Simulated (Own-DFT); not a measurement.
# One host, several defects: C40 NbSi2

Calculated, not measured: single-point runs of Own-DFT, a retired in-house plane-wave DFT program that no person has reviewed, on unrelaxed cells, without spin or spin-orbit coupling.

Settings: PBE; PseudoDojo norm-conserving scalar-relativistic files; cutoff 42 hartree; 4 x 4 x 5 k mesh centred on Gamma; cold (Marzari-Vanderbilt) smearing of 0.2 eV.

Known weak points: forces on such cells failed a check on a denser k mesh; stress not checked against mesh or cutoff.

All runs share one cell, with vectors in Å (0.000, 8.324, 0.000); (-9.613, 0.000, 0.000); (0.000, 0.000, 6.586) and a volume of 527.0 Å³. The atoms are randomly displaced, by u rms on each axis. The defect's site can differ from row to row.

| cell | formula | u (Å) | P (GPa) |
|---|---|---|---|
| no defect | Nb12Si24 | 0.0194 | 1.49 |
| no defect | Nb12Si24 | 0.0207 | 1.56 |
| no defect | Nb12Si24 | 0.0479 | 2.50 |
| two Si on a Nb site each | Nb10Si26 | 0.0277 | 1.66 |
| two Si on a Nb site each | Nb10Si26 | 0.0486 | 2.46 |
| two Si on a Nb site each | Nb10Si26 | 0.0514 | 2.89 |
| two Nb on a Si site each | Nb14Si22 | 0.0266 | 7.56 |
| two Nb on a Si site each | Nb14Si22 | 0.0321 | 7.89 |
| two Nb on a Si site each | Nb14Si22 | 0.0441 | 8.28 |
| two Nb vacancies | Nb10Si24 | 0.0307 | 0.00 |
| two Nb vacancies | Nb10Si24 | 0.0316 | -0.25 |
| two Nb vacancies | Nb10Si24 | 0.0508 | 1.22 |
| one Si vacancy | Nb12Si23 | 0.0300 | 0.90 |
| one Si vacancy | Nb12Si23 | 0.0304 | 1.08 |
| one Si vacancy | Nb12Si23 | 0.0487 | ? |
| one Si vacancy | Nb12Si23 | 0.0489 | 1.78 |

## Analysis

P = P0 + c u² + a shift for each defect gives P0 = 1.22 GPa, c = 607 ± 54 GPa/Å² and a scatter of 0.16 GPa. The shifts, and each times the cell's volume:

- two Nb on a Si site each: 5.94 ± 0.13 GPa, 19.5 eV (9.8 eV for each of its 2 sites)
- two Si on a Nb site each: -0.05 ± 0.14 GPa, -0.2 eV (-0.1 eV for each of its 2 sites) (not resolved)
- one Si vacancy: -0.82 ± 0.13 GPa, -2.7 eV
- two Nb vacancies: -1.82 ± 0.13 GPa, -6.0 eV (-3.0 eV for each of its 2 sites)

Positive is outwards. The product with the volume (160.2 GPa Å³ to the eV) is nearly free of the cell's size; divided by the bulk modulus at the cell's pressure it gives the volume that the defect adds. The atoms around the defects weren't relaxed, which would change these numbers.

## The run left out

Asked: what pressure belongs in the blank (one Si vacancy, u = 0.0487 Å)?

The fit gives 1.84 ± 0.19 GPa. Computed: 2.14 GPa.
